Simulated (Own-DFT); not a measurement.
## Calculated data, AlGa₃N₄ (wurtzite random alloy, strained, atoms displaced)

Computed with Own-DFT development build. A calculation, not a measurement: plane-wave PBE density functional theory by an unreviewed code, no spin, of a simulated periodic cell, stress positive in tension, free energy of the whole cell less one offset for each atom, forces on such cells passed a denser k mesh, this cell's mesh not checked; offsets are fitted by least squares, one for each functional and potential file, so energies compare only between cells with the same atoms and settings and are not formation energies; the far tail of each file's local potential was reset to the Coulomb form; each entry is a single point on an unrelaxed cell, so the pressure reflects the starting lattice, mostly measured values, from which strain is counted, and rises with the displacements; printed positions are rounded, which can move forces by about a meV/angstrom; the program is a retired in-house code; no spin-orbit coupling.

Settings shared by all entries: functional PBE; potential files PseudoDojo norm-conserving, scalar-relativistic, standard set with the stringent files for Ga; wave cutoff 96 hartree; occupations Gaussian; smearing width 0.01 eV; k mesh 4 x 4 x 3 centred on Gamma.

(1) AlGa₃N₄ (wurtzite random alloy, strained, atoms displaced)

```
CELL_PARAMETERS angstrom
9.50920 0.00000 0.00000
-4.75460 8.23530 0.00000
0.00000 0.00000 10.29420
ATOMIC_POSITIONS crystal
Ga 0.10866 0.22142 0.99584
Ga 0.23573 0.11196 0.24342
N 0.12624 0.23641 0.18199
N 0.21984 0.10298 0.43217
Ga 0.11100 0.21670 0.50069
Ga 0.21868 0.10096 0.75034
N 0.10575 0.22289 0.69302
N 0.22709 0.11089 0.94266
Al 0.11721 0.55501 0.99359
Ga 0.23431 0.45279 0.26161
N 0.11879 0.56326 0.19175
N 0.23372 0.44355 0.43581
Al 0.11631 0.56863 0.50284
Ga 0.21956 0.44126 0.75236
N 0.10737 0.55260 0.69768
N 0.23061 0.44982 0.93806
Ga 0.11084 0.89380 0.99411
Ga 0.21262 0.77703 0.24961
N 0.11734 0.89369 0.18617
N 0.22399 0.76510 0.44007
Al 0.10263 0.87828 0.50315
Ga 0.22172 0.77204 0.75047
N 0.11791 0.88789 0.68301
N 0.22627 0.78862 0.93800
Ga 0.44223 0.21607 0.00474
Al 0.55804 0.10819 0.24150
N 0.44007 0.22008 0.18795
N 0.55629 0.10421 0.44290
Ga 0.45157 0.22122 0.49005
Al 0.55247 0.11294 0.75280
N 0.43831 0.22465 0.68455
N 0.56102 0.10995 0.93905
Ga 0.44693 0.55938 0.01148
Ga 0.55005 0.44127 0.25227
N 0.44633 0.55620 0.19212
N 0.56654 0.44997 0.43667
Al 0.43212 0.55255 0.50185
Ga 0.56192 0.44483 0.75132
N 0.44775 0.55868 0.69572
N 0.55423 0.44105 0.94069
Ga 0.44703 0.89030 0.99494
Ga 0.56262 0.77441 0.24478
N 0.45118 0.89322 0.19069
N 0.55476 0.77678 0.44082
Ga 0.44124 0.88478 0.49497
Ga 0.55430 0.77896 0.74741
N 0.44619 0.88308 0.69322
N 0.54886 0.76774 0.93494
Ga 0.77003 0.21465 0.99582
Ga 0.89773 0.12263 0.24242
N 0.76969 0.21354 0.19027
N 0.88172 0.10511 0.43926
Al 0.77007 0.21571 0.50845
Ga 0.89484 0.11077 0.75028
N 0.77082 0.22518 0.69057
N 0.88557 0.11190 0.93871
Ga 0.77131 0.55787 0.99883
Al 0.89298 0.43979 0.23672
N 0.77355 0.55741 0.19092
N 0.88732 0.44380 0.43145
Ga 0.77919 0.55611 0.49902
Ga 0.89419 0.44697 0.75149
N 0.77483 0.55764 0.69734
N 0.89169 0.45431 0.94318
Al 0.78021 0.88762 0.00029
Ga 0.88592 0.78149 0.25141
N 0.77546 0.87850 0.19523
N 0.88291 0.78368 0.43673
Ga 0.79393 0.89994 0.49893
Ga 0.88350 0.77396 0.75020
N 0.78826 0.89923 0.69283
N 0.88585 0.77490 0.93448
```

| Item | Value |
| --- | --- |
| free energy of cell above offsets | -8.840 eV |
| pressure | 6.72 GPa |
| stress xx | -6.83 GPa |
| stress yy | -8.08 GPa |
| stress zz | -5.24 GPa |
| stress yz | -0.05 GPa |
| stress xz | 0.01 GPa |
| stress xy | -1.13 GPa |

Force:
```tsv
element	x (eV/Å)	y (eV/Å)	z (eV/Å)
Ga	0.528	0.882	0.217
Ga	-3.24	-0.76	1.207
N	-0.569	-1.042	0.909
N	0.187	-0.521	0.975
Ga	-0.082	0.126	-0.377
Ga	-0.017	1.465	-0.099
N	1.669	-0.06	-0.82
N	-1.094	0.337	-1.165
Al	-0.686	0.859	1.064
Ga	-1.306	-0.334	-2.673
N	-0.406	-1.874	-1.569
N	-2.417	-0.412	2.796
Al	-0.209	-3.981	0.182
Ga	1.189	0.682	0.012
N	0.867	0.344	-2.448
N	-1.218	-0.428	0.565
Ga	0.046	-1.271	0.941
Ga	1.748	0.498	0.028
N	-1.357	-0.502	-0.287
N	-2.322	2.172	-0.199
Al	0.591	0.948	-1.425
Ga	0.307	1.03	0.312
N	-1.008	-0.922	0.076
N	0.191	-1.905	0.163
Ga	0.511	1.111	-1.024
Al	-0.784	-0.197	1.722
N	3.329	0.67	0.21
N	0.344	0.844	-1.708
Ga	-1.094	0.173	1.014
Al	-0.177	-0.373	-0.91
N	1.418	-0.814	0.511
N	-1.82	-0.061	-1.278
Ga	0.292	-1.031	-1.869
Ga	1.153	0.469	-0.116
N	0.172	-0.182	0.18
N	-2.379	-0.633	0.758
Al	3.297	1.535	1.015
Ga	-1.959	-0.687	0.31
N	-0.357	-0.952	-2.022
N	-0.559	-0.368	0.243
Ga	0.158	-0.788	0.989
Ga	-1.956	0.662	1.954
N	-0.529	-0.435	-0.457
N	0.658	-0.955	0.016
Ga	0.997	0.098	0.974
Ga	1.388	-0.27	0.237
N	-1.496	2.021	-0.662
N	1.296	1.94	1.201
Ga	1.052	2.1	0.717
Ga	0.742	-1.175	1.034
N	0.283	1.651	-0.768
N	-0.132	3.087	-0.56
Al	0.624	0.875	-1.373
Ga	-2.012	0.572	0.393
N	0.313	-0.656	0.082
N	0.731	-1.268	0.517
Ga	0.744	-0.275	0.886
Al	-1.068	0.875	1.191
N	1.38	-0.712	-0.328
N	1.412	-0.392	0.701
Ga	0.386	0.246	0.204
Ga	-1.66	-0.639	0.662
N	1.572	-0.176	-1.778
N	1.248	-0.912	0.175
Al	-0.723	-0.392	-0.122
Ga	2.129	-0.996	-0.066
N	-0.21	2.95	-3.019
N	3.112	-1.002	0.755
Ga	-2.694	-1.758	1.161
Ga	0.537	0.976	-0.299
N	-0.512	-1.512	-0.84
N	-0.55	1.424	1.002
```

(2) AlGa₃N₄ (wurtzite random alloy, strained, atoms displaced)

```
CELL_PARAMETERS angstrom
9.50920 0.00000 0.00000
-4.75460 8.23530 0.00000
0.00000 0.00000 10.29420
ATOMIC_POSITIONS crystal
Al 0.10369 0.21368 0.99252
Ga 0.22636 0.10788 0.24584
N 0.10917 0.21132 0.18132
N 0.21787 0.10574 0.44036
Ga 0.11479 0.22603 0.50602
Ga 0.22394 0.11456 0.74697
N 0.11041 0.22643 0.68919
N 0.21189 0.10620 0.93976
Ga 0.11475 0.56344 0.99816
Ga 0.22293 0.44250 0.24380
N 0.11335 0.55496 0.18839
N 0.22294 0.44943 0.44307
Ga 0.12102 0.55676 0.50391
Ga 0.22122 0.44253 0.75332
N 0.10906 0.54833 0.68878
N 0.21989 0.43622 0.93192
Ga 0.10604 0.89007 0.00221
Ga 0.23493 0.78470 0.24644
N 0.10975 0.89195 0.18598
N 0.22710 0.76216 0.42539
Al 0.12182 0.89403 0.48886
Ga 0.23171 0.77944 0.74827
N 0.10763 0.88447 0.68867
N 0.21924 0.77623 0.93692
Ga 0.44655 0.22638 0.99612
Al 0.55591 0.11277 0.25138
N 0.44428 0.22028 0.19340
N 0.55737 0.11258 0.44284
Ga 0.43990 0.22139 0.49725
Ga 0.55824 0.11544 0.75760
N 0.44338 0.22640 0.69126
N 0.54897 0.10467 0.94368
Ga 0.43899 0.54968 0.99493
Ga 0.56133 0.44258 0.25452
N 0.43417 0.55507 0.19105
N 0.54701 0.43690 0.44346
Ga 0.45540 0.56030 0.50033
Al 0.54890 0.44846 0.75290
N 0.44675 0.55666 0.68703
N 0.56594 0.44021 0.93699
Al 0.44542 0.87789 0.99358
Ga 0.55696 0.78031 0.25215
N 0.45391 0.88636 0.18621
N 0.55249 0.77434 0.44040
Ga 0.43757 0.88660 0.49364
Ga 0.56475 0.78381 0.74974
N 0.45734 0.89428 0.69572
N 0.55615 0.77951 0.94829
Al 0.77059 0.22758 0.00399
Al 0.88461 0.11083 0.25107
N 0.78320 0.22906 0.18709
N 0.88374 0.11429 0.43593
Ga 0.77886 0.21676 0.49636
Al 0.88692 0.10972 0.75154
N 0.77739 0.21563 0.68695
N 0.89873 0.10756 0.94073
Ga 0.77496 0.55240 0.00334
Ga 0.88600 0.43507 0.24737
N 0.77613 0.55891 0.19431
N 0.88843 0.44372 0.43726
Ga 0.78062 0.56423 0.50007
Ga 0.88026 0.44633 0.75464
N 0.78541 0.56349 0.68566
N 0.89336 0.44853 0.94935
Ga 0.77993 0.89183 0.00574
Ga 0.87650 0.77538 0.25073
N 0.77408 0.87824 0.18866
N 0.89304 0.78728 0.43434
Al 0.76892 0.88073 0.50147
Ga 0.89353 0.78234 0.74101
N 0.77138 0.88504 0.68870
N 0.88950 0.77633 0.93606
```

| Item | Value |
| --- | --- |
| free energy of cell above offsets | -9.800 eV |
| pressure | 6.36 GPa |
| stress xx | -6.81 GPa |
| stress yy | -6.86 GPa |
| stress zz | -5.42 GPa |
| stress yz | 0.64 GPa |
| stress xz | -0.04 GPa |
| stress xy | -0.06 GPa |

Force:
```tsv
element	x (eV/Å)	y (eV/Å)	z (eV/Å)
Al	1.28	1.325	1.453
Ga	-1.411	0.406	0.452
N	-1.364	0.455	0.277
N	0.185	0.4	-0.455
Ga	-0.654	-0.008	-1.353
Ga	-0.363	-0.948	0.556
N	-0.529	-1.492	0.617
N	1.068	1.267	-0.54
Ga	0.715	-1.098	0.715
Ga	-1.072	-1.25	1.225
N	-0.492	0.324	-0.474
N	1.824	-1.26	-0.995
Ga	-1.929	-1.04	-0.239
Ga	0.036	0.597	-1.447
N	-0.526	0.992	0.697
N	-0.3	-0.191	1.866
Ga	0.563	-0.55	-0.682
Ga	-1.133	-1.127	-1.525
N	0.547	-1.27	1.002
N	-2.152	2.416	2.037
Al	-0.641	-1.882	1.128
Ga	-0.928	-0.463	0.025
N	1.74	1.185	-2.07
N	1.196	1.275	0.298
Ga	-0.974	-1.584	0.911
Al	0.465	-0.384	-0.212
N	1.422	0.114	-0.668
N	-0.737	-0.538	-1.708
Ga	0.569	-0.555	1.07
Ga	-0.108	0.102	-1.112
N	0.635	0.721	0.077
N	1.218	0.082	0.593
Ga	0.519	0.258	1.144
Ga	-1.797	0.138	-0.185
N	2.657	0.233	-0.894
N	1.205	1.253	-0.714
Ga	-1.795	-1.055	0.041
Al	1.609	-0.204	-0.841
N	0.176	0.114	1.103
N	-2.068	0.535	-1.005
Al	-1.936	1.232	1.171
Ga	0.335	-1.352	-0.089
N	-1.206	2.21	-0.833
N	0.881	1.221	0.045
Ga	1.222	0.479	1.349
Ga	-1.057	-1.502	1.183
N	-1.426	-0.186	-1.289
N	0.742	-0.811	-1.568
Al	1.437	-0.654	-0.601
Al	1.274	-0.118	-0.565
N	-0.666	-3.233	-0.428
N	1.961	-2.134	-0.503
Ga	-1.15	1.696	1.078
Al	0.292	0.004	0
N	0.077	0.619	1.144
N	-3.271	0.52	-1.229
Ga	0.697	1.667	0.366
Ga	0.267	3.01	1.187
N	0.735	-0.933	-0.747
N	-0.076	0.295	0.315
Ga	0.849	-1.089	-0.604
Ga	1.469	-0.478	-0.389
N	-1.9	-1.283	0.654
N	-0.677	-1.608	-1.104
Ga	0.556	-0.792	-0.954
Ga	2.566	0.193	0.103
N	-1.499	2.711	0.491
N	-0.012	0.17	1.548
Al	0.468	1.527	-0.373
Ga	-0.498	-0.291	1.622
N	1.652	1.935	-1.202
N	-0.76	-0.315	0.046
```

(3) AlGa₃N₄ (wurtzite random alloy, strained, atoms displaced)

```
CELL_PARAMETERS angstrom
9.50920 0.00000 0.00000
-4.75460 8.23530 0.00000
0.00000 0.00000 10.29420
ATOMIC_POSITIONS crystal
Ga 0.10852 0.22491 0.00648
Ga 0.22318 0.11898 0.24762
N 0.12267 0.22298 0.19188
N 0.21617 0.10824 0.43843
Ga 0.10779 0.21163 0.50169
Al 0.21712 0.10512 0.74732
N 0.11317 0.21620 0.68826
N 0.21900 0.10703 0.93139
Ga 0.10201 0.55454 0.00793
Ga 0.23413 0.45725 0.24583
N 0.11273 0.55356 0.19298
N 0.22080 0.45051 0.43647
Ga 0.11655 0.56156 0.50546
Ga 0.22384 0.44302 0.75209
N 0.09810 0.55141 0.69071
N 0.23014 0.44257 0.93888
Al 0.10273 0.88812 0.99542
Al 0.22028 0.77049 0.24276
N 0.10500 0.88111 0.19380
N 0.22483 0.77380 0.43866
Ga 0.10786 0.88249 0.49806
Ga 0.21023 0.77584 0.75003
N 0.11522 0.89124 0.68655
N 0.22221 0.77947 0.93299
Ga 0.45017 0.22265 0.99877
Ga 0.55663 0.11475 0.24633
N 0.45010 0.21397 0.18648
N 0.55560 0.09531 0.44450
Ga 0.44013 0.22099 0.49755
Ga 0.55073 0.11083 0.73852
N 0.44042 0.22147 0.69369
N 0.55769 0.11561 0.95052
Ga 0.44687 0.55657 0.99793
Al 0.55161 0.44096 0.24476
N 0.44387 0.55062 0.18951
N 0.54363 0.43788 0.43836
Ga 0.44096 0.55019 0.49745
Al 0.54848 0.44664 0.75333
N 0.44901 0.55450 0.68607
N 0.55097 0.43607 0.94483
Ga 0.45054 0.89838 0.99639
Ga 0.55042 0.77158 0.25191
N 0.44101 0.88327 0.19143
N 0.55664 0.76728 0.44450
Ga 0.44207 0.88577 0.50153
Al 0.55029 0.77973 0.74767
N 0.44806 0.88935 0.68803
N 0.54653 0.77248 0.93552
Al 0.76865 0.21812 0.99855
Ga 0.89433 0.11616 0.25151
N 0.77597 0.22367 0.18869
N 0.89714 0.12842 0.43866
Ga 0.78195 0.21818 0.49224
Ga 0.88125 0.11108 0.74660
N 0.77915 0.21216 0.68923
N 0.88346 0.10150 0.94430
Ga 0.78472 0.56489 0.00467
Ga 0.89673 0.45833 0.24222
N 0.77879 0.55648 0.18929
N 0.89513 0.45038 0.43857
Al 0.77826 0.54986 0.49059
Ga 0.88807 0.44609 0.74048
N 0.77222 0.55716 0.69059
N 0.88590 0.45278 0.94124
Ga 0.76637 0.88381 0.00186
Ga 0.88820 0.77860 0.26223
N 0.77362 0.88739 0.18569
N 0.89334 0.77142 0.43910
Ga 0.78196 0.88252 0.49511
Al 0.88950 0.77644 0.74447
N 0.77578 0.89064 0.69022
N 0.88610 0.77439 0.94922
```

| Property | Result |
| --- | --- |
| free energy of cell above offsets | -9.468 eV |
| pressure | 6.64 GPa |
| stress xx | -8.66 GPa |
| stress yy | -6.62 GPa |
| stress zz | -4.64 GPa |
| stress yz | 0.98 GPa |
| stress xz | -0.77 GPa |
| stress xy | 1.16 GPa |

Force:
```tsv
element	x (eV/Å)	y (eV/Å)	z (eV/Å)
Ga	0.672	-0.927	-1.354
Ga	2.494	-2.342	0.596
N	-2.673	1.478	-0.549
N	0.965	-0.582	-0.348
Ga	-0.168	2.269	0.191
Al	0.305	0.784	0.641
N	-0.477	0.218	0.411
N	-0.05	-0.399	0.786
Ga	1.301	0.394	-1.941
Ga	-0.844	-1.98	1.511
N	0.209	1.017	-0.729
N	0.595	-1.03	0.209
Ga	-0.129	-0.983	-0.623
Ga	-0.291	-0.19	-0.461
N	2.618	0.84	-0.166
N	-1.972	0.111	0.439
Al	1.097	0.475	0.958
Al	-0.336	1.573	1.194
N	0.984	0.477	-1.182
N	-0.671	0.659	-1.248
Ga	1.467	0.726	-0.087
Ga	1.913	-0.27	0.025
N	-1.937	-0.116	0.041
N	-0.828	0.18	1.751
Ga	-1.918	-0.868	0.056
Ga	1.409	-1.805	1.424
N	-2.538	2.19	0.498
N	-1.026	2.659	-1.221
Ga	0.741	-0.873	0.641
Ga	0.704	0.193	1.285
N	-0.72	0.718	-0.451
N	0.871	-0.254	-2.35
Ga	0.147	-0.391	0.357
Al	0.797	-0.411	0.449
N	1.515	0.449	-0.603
N	2.471	0.575	-1.591
Ga	-0.594	-0.258	0.683
Al	1.353	-0.629	0.185
N	-0.905	0.808	0.991
N	0.307	1.957	-1.497
Ga	-0.745	-1.72	0.7
Ga	0.331	0.797	0.298
N	-0.506	-0.088	-0.403
N	-0.242	1.357	-0.948
Ga	0.724	-1.291	-0.043
Al	1.078	-0.6	-0.058
N	-0.837	-0.943	0.614
N	0.35	0.652	-0.854
Al	1.727	1.164	0.442
Ga	-0.437	-0.195	-0.786
N	0.951	0.621	-0.744
N	1.684	-3.258	-0.92
Ga	-2.156	1.46	1.236
Ga	2.84	-0.915	1.653
N	-2.667	2.231	-1.027
N	-1.15	1.858	-0.483
Ga	-1.093	-1.589	-0.377
Ga	-0.335	-2.239	1.55
N	-1.679	-0.034	1.116
N	-0.917	-0.42	-0.187
Al	-1.004	-0.453	1.361
Ga	-1.709	-1.337	1.641
N	-0.347	-0.053	-1.156
N	0.983	-2.276	-0.46
Ga	0.815	-0.15	-0.468
Ga	-0.246	0.163	-3.155
N	0.285	0.1	1.815
N	-1.084	-0.733	1.473
Ga	-1.141	0.925	1.066
Al	-0.759	0.3	1.008
N	0.608	-1.441	-0.173
N	-0.18	1.664	-2.654
```
